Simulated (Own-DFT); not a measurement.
## Calculated data, Ti₁₂O₂₃ (rutile with two vacancies, strained, atoms displaced)

Computed with Own-DFT development build. A calculation, not a measurement: plane-wave PBE density functional theory by an unreviewed code, no spin, of a simulated periodic cell, stress positive in tension, free energy of the whole cell less one offset for each atom, defect cell not probed for a lower state with spin; oxygen file: force components 24 meV/angstrom off all-electron in one glass; forces on such cells passed a denser k mesh, this cell's mesh not checked; offsets are fitted by least squares, one for each functional and potential file, so energies compare only between cells with the same atoms and settings and are not formation energies; the far tail of each file's local potential was reset to the Coulomb form; each entry is a single point on an unrelaxed cell, so the pressure reflects the starting lattice, mostly measured values (interpolated for alloys), from which strain is counted, and rises with the displacements; printed positions are rounded, which can move forces by about a meV/angstrom; the program, named Own-DFT, is a retired in-house code; no spin-orbit coupling; before rounding, a Quantum ESPRESSO 7.3.1 run of the same cell and cutoff gave forces within 1 meV/angstrom rms on each cell, which checks the program and not the settings.

Ti₁₂O₂₃ (rutile with two vacancies, strained, atoms displaced)

```
Ti12O23
1.0
      9.1855    -0.0308     0.0716
     -0.0308     9.0101    -0.0060
      0.0692    -0.0058     8.7325
Ti O Ti O Ti O Ti O Ti O Ti O Ti O Ti O Ti O Ti O Ti O Ti O
2 4 2 4 2 4 2 4 2 4 2 4 2 2 2 4 2 4 2 4 2 4 2 4
Direct
  0.01451 0.99666 0.00743
  0.25482 0.27178 0.16787
  0.14995 0.15129 0.99325
  0.34690 0.35603 0.98948
  0.39295 0.09970 0.15946
  0.10116 0.39463 0.15855
  0.00434 0.97738 0.33496
  0.23468 0.24702 0.49148
  0.14084 0.13609 0.32495
  0.36763 0.33808 0.34439
  0.39171 0.09155 0.48849
  0.09914 0.39281 0.52056
  0.00057 0.98411 0.64672
  0.24949 0.25481 0.82284
  0.14649 0.14311 0.66504
  0.34973 0.34212 0.68256
  0.41099 0.09876 0.83899
  0.09322 0.39543 0.84684
  0.01272 0.50377 0.01091
  0.26438 0.73510 0.16253
  0.14983 0.65544 0.99458
  0.34506 0.87083 0.98625
  0.40838 0.58098 0.16849
  0.08370 0.90966 0.15785
  0.00139 0.49756 0.32543
  0.23825 0.74839 0.49132
  0.15585 0.65914 0.33762
  0.36201 0.85826 0.34770
  0.39047 0.59925 0.48555
  0.09752 0.90869 0.49264
  0.00328 0.50091 0.66804
  0.24113 0.74586 0.84250
  0.14529 0.66796 0.66799
  0.33854 0.83557 0.66689
  0.38828 0.60110 0.82322
  0.10614 0.90482 0.84852
  0.50658 0.98950 0.99086
  0.75023 0.25033 0.15539
  0.85292 0.34830 0.99075
  0.89281 0.09641 0.16509
  0.49993 0.98131 0.32198
  0.73455 0.24665 0.49018
  0.66565 0.14374 0.33128
  0.84113 0.35622 0.33832
  0.91726 0.08336 0.49853
  0.59464 0.39528 0.50005
  0.49071 0.02281 0.67292
  0.75986 0.26449 0.82348
  0.63773 0.15778 0.66447
  0.85340 0.35830 0.67414
  0.91602 0.10103 0.84585
  0.61205 0.39575 0.84602
  0.50330 0.49583 0.00675
  0.76514 0.75681 0.16258
  0.63590 0.66488 0.99168
  0.85520 0.84217 0.98896
  0.89353 0.59914 0.16371
  0.59477 0.89723 0.16930
  0.50196 0.51200 0.33441
  0.73413 0.75699 0.48831
  0.65382 0.67212 0.33831
  0.82541 0.84658 0.33243
  0.91810 0.60120 0.48364
  0.59975 0.90420 0.51623
  0.48793 0.49496 0.66745
  0.74909 0.77433 0.83653
  0.65171 0.65034 0.68052
  0.84155 0.83715 0.65646
  0.90171 0.61894 0.83135
  0.60831 0.91122 0.83146
```

* functional: PBE
* potential files: PseudoDojo norm-conserving, scalar-relativistic, standard set
* wave cutoff: 72 hartree
* occupations: Fermi-Dirac
* smearing width: 0.1 eV
* k mesh: 3 x 3 x 3 centred on Gamma
* free energy of cell above offsets: -2.117 eV
* pressure: 20.09 GPa
* stress xx: -16.74 GPa
* stress yy: -17.9 GPa
* stress zz: -25.64 GPa
* stress yz: -0.75 GPa
* stress xz: 3.04 GPa
* stress xy: -0.68 GPa

Force:
```
element  x (eV/Å)  y (eV/Å)  z (eV/Å)
     Ti    -2.046     4.148     -5.47
     Ti      2.34    -4.191    -1.198
      O      1.49     1.141     1.274
      O     0.113    -0.072     0.925
      O     1.704    -0.127     0.151
      O     -0.71     0.978     1.135
     Ti    -1.855     3.024    -2.205
     Ti     1.006    -2.848    -0.203
      O     1.437     2.408     0.347
      O    -1.312     0.524    -0.836
      O     0.507     0.668     1.657
      O     0.275     0.475    -2.186
     Ti    -1.746     1.321     6.455
     Ti    -3.202    -2.727     3.212
      O      1.24     0.721     0.042
      O     1.263     1.042    -3.408
      O    -0.953     1.547     1.426
      O     0.278     0.887    -1.243
     Ti    -2.614     0.256    -4.199
     Ti     0.108     2.065    -0.159
      O    -0.372    -1.184     3.888
      O    -0.021    -2.135     1.904
      O    -2.228      2.12     0.224
      O     4.019     -5.11      4.13
     Ti    -1.702     0.403     2.947
     Ti     2.741     1.314     5.286
      O    -1.354    -1.808    -3.629
      O    -3.606    -3.717     -1.43
      O     0.785    -0.912       0.8
      O     2.848    -3.143     -0.44
     Ti    -1.273     2.766      1.83
     Ti     1.703     2.967    -4.742
      O    -1.218    -1.699    -0.823
      O     1.338     1.904    -0.518
      O     1.423    -1.629      0.49
      O    -0.248    -0.837    -1.919
     Ti    -2.189     0.385     2.259
     Ti     3.154    -1.048     1.942
      O    -0.881     0.022     2.011
      O    -1.604     1.096     0.178
     Ti     0.379     4.548     2.383
     Ti      0.57    -0.068     0.221
      O    -0.928     0.215    -0.465
      O     0.169    -0.061    -1.362
      O    -2.886     2.298    -0.298
      O    -0.068     0.752    -0.363
     Ti    -1.354    -2.653     -4.38
     Ti     1.547    -2.106    -0.443
      O     2.064     1.144     0.251
      O    -0.711    -0.694    -1.541
      O     -2.73     0.625    -1.752
      O    -2.079      0.88    -0.311
     Ti     1.905     0.189    -3.473
     Ti    -1.445    -0.734    -2.286
      O     0.018    -0.864     1.446
      O     0.309     0.944     2.863
      O     1.038    -0.804     0.775
      O      1.42    -0.335    -2.548
     Ti     1.334     -1.51     2.786
     Ti      0.02     -0.33     7.084
      O    -3.713    -4.821    -3.671
      O     3.838     3.034    -0.972
      O    -0.389    -0.113     0.472
      O    -0.566     0.499    -0.999
     Ti     2.038     2.823      0.91
     Ti     0.565    -4.288    -2.809
      O    -1.313    -1.243    -1.344
      O     2.157     1.989     0.112
      O     1.578    -2.398     0.299
      O    -1.404     2.085    -0.492
```
